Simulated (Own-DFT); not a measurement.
# What a defect does to the pressure of its cell: C11b WSi2

The numbers are computed, not measured, by runs of the plane-wave DFT program Own-DFT (in-house, retired, unreviewed) at fixed positions, with no spin and no spin-orbit coupling.

Settings: PBE; PseudoDojo norm-conserving scalar-relativistic files; cutoff 50 hartree; 5 x 5 x 5 k mesh centred on Gamma; cold (Marzari-Vanderbilt) smearing of 0.2 eV.

Keep in mind: forces on such cells failed a check on a denser k mesh; stress not checked against mesh or cutoff.

All runs share one cell, with vectors in Å (-2.148, -5.953, 3.409); (-6.444, 2.976, 1.136); (-2.553, -2.948, -6.757) and a volume of 403.2 Å³. The atoms are randomly displaced, by u rms on each axis. The defect's site can differ from row to row.

```
cell,formula,u (Å),P (GPa)
no defect,Si20W10,0.0199,4.55
no defect,Si20W10,0.0208,4.37
no defect,Si20W10,0.0580,7.13
one W vacancy,Si20W9,0.0312,3.76
one W vacancy,Si20W9,0.0342,3.78
one W vacancy,Si20W9,0.0513,4.98
one W on a Si site,Si19W11,0.0280,9.55
one W on a Si site,Si19W11,0.0287,?
one W on a Si site,Si19W11,0.0472,10.98
one W on a Si site,Si19W11,0.0531,10.97
one Si on a W site,Si21W9,0.0302,6.06
one Si on a W site,Si21W9,0.0480,7.27
one Si on a W site,Si21W9,0.0501,7.32
one Si vacancy,Si19W10,0.0289,3.06
one Si vacancy,Si19W10,0.0436,4.50
one Si vacancy,Si19W10,0.0508,4.00
```

## Worked fit

P = P0 + c u² + a shift for each defect gives P0 = 4.21 GPa, c = 814 ± 82 GPa/Å² and a scatter of 0.29 GPa. The shifts, and each times the cell's volume:

- one W on a Si site: 4.70 ± 0.24 GPa, 11.8 eV
- one Si on a W site: 1.12 ± 0.24 GPa, 2.8 eV
- one W vacancy: -1.33 ± 0.24 GPa, -3.4 eV
- one Si vacancy: -1.80 ± 0.24 GPa, -4.5 eV

A positive shift means that the defect pushes the cell outwards. Shift times volume (160.2 GPa Å³ is 1 eV) depends little on the cell's size, so, taken for each site, it can be compared between cells at like pressure. The atoms around the defects weren't relaxed, which would change these numbers.

## Prediction

Question: what pressure belongs in the blank (one W on a Si site, u = 0.0287 Å)?

From the fit: 9.59 ± 0.35 GPa. The hidden result is 9.59 GPa.
